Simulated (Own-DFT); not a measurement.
# How strain changes the stress of C40 NbSi2, 36 atoms (Nb12Si24)

These are calculations, not measurements. They come from Own-DFT, an in-house plane-wave density functional program, since retired, whose code no person has reviewed. Each row is one single-point run on a periodic cell that was not relaxed, without spin or spin-orbit coupling.

Settings of every run: PBE; PseudoDojo norm-conserving scalar-relativistic files; cutoff 42 hartree; 4 x 4 x 5 k mesh centred on Gamma; cold (Marzari-Vanderbilt) smearing of 0.2 eV.

Known limits: forces on such cells failed a check on a denser k mesh; stress not checked against mesh or cutoff.

Unstrained cell vectors in Å: (0.000, 8.324, 0.000); (-9.613, 0.000, 0.000); (0.000, 0.000, 6.586). The unstrained cell was taken from the Materials Project. The random moves and any unrelaxed bonds add to the pressure at no strain. Each run strains this cell uniformly, with the atoms carried along. Every atom was also moved at random, by a Gaussian of width 0.05 Å on each axis. Strain is the symmetric tensor, in per cent. Stress is positive in tension, and the pressure is minus a third of its trace.

```
run  e_xx (%)  e_yy (%)  e_zz (%)  e_yz (%)  e_xz (%)  e_xy (%)  s_xx (GPa)  s_yy (GPa)  s_zz (GPa)  s_yz (GPa)  s_xz (GPa)  s_xy (GPa)  P (GPa)  E (meV/atom)
  1      0.85     -1.48     -0.25      0.95     -0.67      1.73       -1.45       -6.98       -5.20        2.76       -2.34        5.00     4.54           7.9
  2      1.32     -0.39      1.88      1.56      0.36      1.05        2.90       -1.80        4.15        4.73        1.24        2.94    -1.75          17.7
  3      0.40      1.17      0.53     -0.97     -1.91      0.25        0.34        2.40       -0.84       -2.68       -6.03        1.09    -0.63          10.7
  4     -0.87     -0.66      1.89      0.37     -1.33      0.05       -4.75       -3.16        2.67        1.12       -3.85        0.50     1.75           7.4
  5     -0.09     -0.90      1.73      1.50      1.56      0.96       -2.11       -4.22        3.39        4.22        4.75        2.44     0.98           0.0
  6     -0.06      1.47      0.59     -1.67      1.92     -0.05       -0.86        3.09       -0.84       -5.21        5.42       -0.18    -0.46           9.2
  7     -1.10      1.00      0.75     -1.54     -1.59      1.75       -5.79        0.69       -1.35       -4.40       -5.41        5.61     2.15          24.8
  8     -0.06     -0.12     -1.69     -1.42      1.41      0.54       -4.05       -4.68      -12.24       -5.14        4.20        1.65     6.99          20.1
  9     -1.68      1.42     -1.57      1.66     -0.60     -1.19       -8.52       -0.17      -11.80        5.15       -2.15       -4.06     6.83          18.0
 10      0.73      1.79     -1.23     -0.75      0.35     -1.52        0.32        3.31       -8.11       -3.64        1.17       -4.19     1.49          15.8
 11     -0.61      1.88      1.03     -0.75     -0.95      1.33       -2.82        3.96        2.18       -1.88       -2.53        3.68    -1.11           6.0
 12      0.95     -0.49      1.25     -0.99     -1.02      0.98        1.61       -2.68        1.73       -2.83       -2.80        3.13    -0.22           7.1
 13     -1.40     -0.77     -0.16     -1.69      1.94     -0.39       -8.08       -6.33       -7.05       -5.99        6.49       -1.31     7.15          14.3
 14     -1.01     -0.15      0.10     -0.72     -1.26      1.70       -6.90       -3.02       -4.61       -2.50       -3.37        5.69     4.84          11.6
 15      0.95     -0.55     -1.28      1.68      0.61      0.65        0.04       -4.80       -9.78        5.46        2.46        2.05     4.85           8.3
 16     -0.89      1.29     -0.14      0.05      0.23     -1.03           ?           ?           ?           ?           ?           ?        ?             ?
```

E is the free energy for each atom above the lowest run shown.

## Worked fit

Each stress component was fitted by least squares to a constant and the strains of the runs shown, as fractions, with shears doubled. Shear strains stay in the fit of a normal stress only where such slopes are resolved. The slopes, in GPa:

```
stress  at no strain  per e_xx  per e_yy  per e_zz  scatter
  s_xx          -2.6  363 ± 12   76 ± 10    69 ± 9     0.42
  s_yy          -2.5   61 ± 10   337 ± 9    83 ± 7     0.34
  s_zz          -4.3   78 ± 14   74 ± 13  452 ± 11     0.50
```

Each shear stress against twice its own strain: yz 160 ± 5, xz 152 ± 5, xy 146 ± 5 GPa. These are stiffnesses along x, y and z of the frame in which the cell vectors are given, which need not be the crystal's axes. The atoms are held to the strained lattice; where symmetry lets them move under strain, relaxing them would lower some slopes. The table should be nearly symmetric about its diagonal, and what it lacks of that shows the noise. A ninth of its sum, 177 ± 7 GPa, estimates the bulk modulus near the mean pressure of these runs, 2.5 GPa, so it lies above the value at zero pressure.

## Withheld run

Question: what normal stresses and pressure should run 16 give?

The fit gives s_xx = -4.9, s_yy = 1.2, s_zz = -4.7 and P = 2.8 GPa. The calculation gave -4.91, 1.54, -4.09 and P = 2.49 GPa.
